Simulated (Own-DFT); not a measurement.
# Slab less bulk: wurtzite GaN, m plane (10-10)

The numbers are computed, not measured, by runs of the plane-wave DFT program Own-DFT (in-house, retired, unreviewed) at fixed positions, with no spin and no spin-orbit coupling.

Caveats (not all hold for every row): k mesh not checked against a denser one; forces on such cells passed a denser k mesh, each cell not checked.

Both sets of runs: PBE; PseudoDojo norm-conserving scalar-relativistic files (stringent for Ga); cutoff 96 hartree; Gaussian smearing of 0.01 eV. The slab has 64 atoms in 16 layers, two equal faces of 33.07 Å² as cut, 15 Å of vacuum, a dipole correction along the normal and a 6 x 6 x 1 mesh. The bulk cell has 96 atoms, the same measured lattice constants and a 3 x 4 x 3 mesh. In the slab only the 16 atoms nearest the faces were moved at random; u is their rms move along one axis. Energies are counted from -3520.29 eV for each atom.

| slab run | u (Å) | E (eV, cell) |
|---|---|---|
| 1 | 0.0446 | 8.646 |
| 2 | 0.0454 | 8.978 |
| 3 | 0.0488 | 8.683 |
| 4 | 0.0495 | 8.765 |
| 5 | 0.0499 | 8.632 |
| 6 | 0.0534 | 8.612 |
| 7 | 0.0556 | 8.069 |
| 8 | 0.0642 | 10.129 |
| 9 | 0.0954 | 11.954 |
| 10 | 0.0956 | 11.714 |
| 11 | 0.1043 | 11.060 |
| 12 | 0.1081 | 13.351 |

| bulk run | u (Å) | E (meV/atom) |
|---|---|---|
| 1 | 0.0206 | 2.92 |
| 2 | 0.0215 | 3.95 |
| 3 | 0.0217 | 4.28 |
| 4 | 0.0454 | 48.12 |
| 5 | 0.0481 | 50.79 |
| 6 | 0.0484 | 55.38 |
| 7 | 0.0497 | 63.06 |
| 8 | 0.0507 | 57.27 |
| 9 | 0.0517 | 64.82 |
| 10 | 0.0519 | 71.10 |

Asked: what is the energy of the unrelaxed surface?

## Working it out

Take each set to u = 0 with E = a + b u². Residuals are scaled by 1/(u² + 0.0006 Å²) to tame the large moves. Slab: a = 7.74 ± 0.26 eV. Bulk: a = -8.8 ± 0.8 meV/atom. The excess is 7.74 - 64 x (-0.0088) = 8.30 ± 0.26 eV. Over two faces that is 125 meV/Å², or 2.01 ± 0.06 J/m². Relaxing the faces would lower the energy, and the unlike meshes and the reach from the smallest u down to zero add errors that aren't counted here.
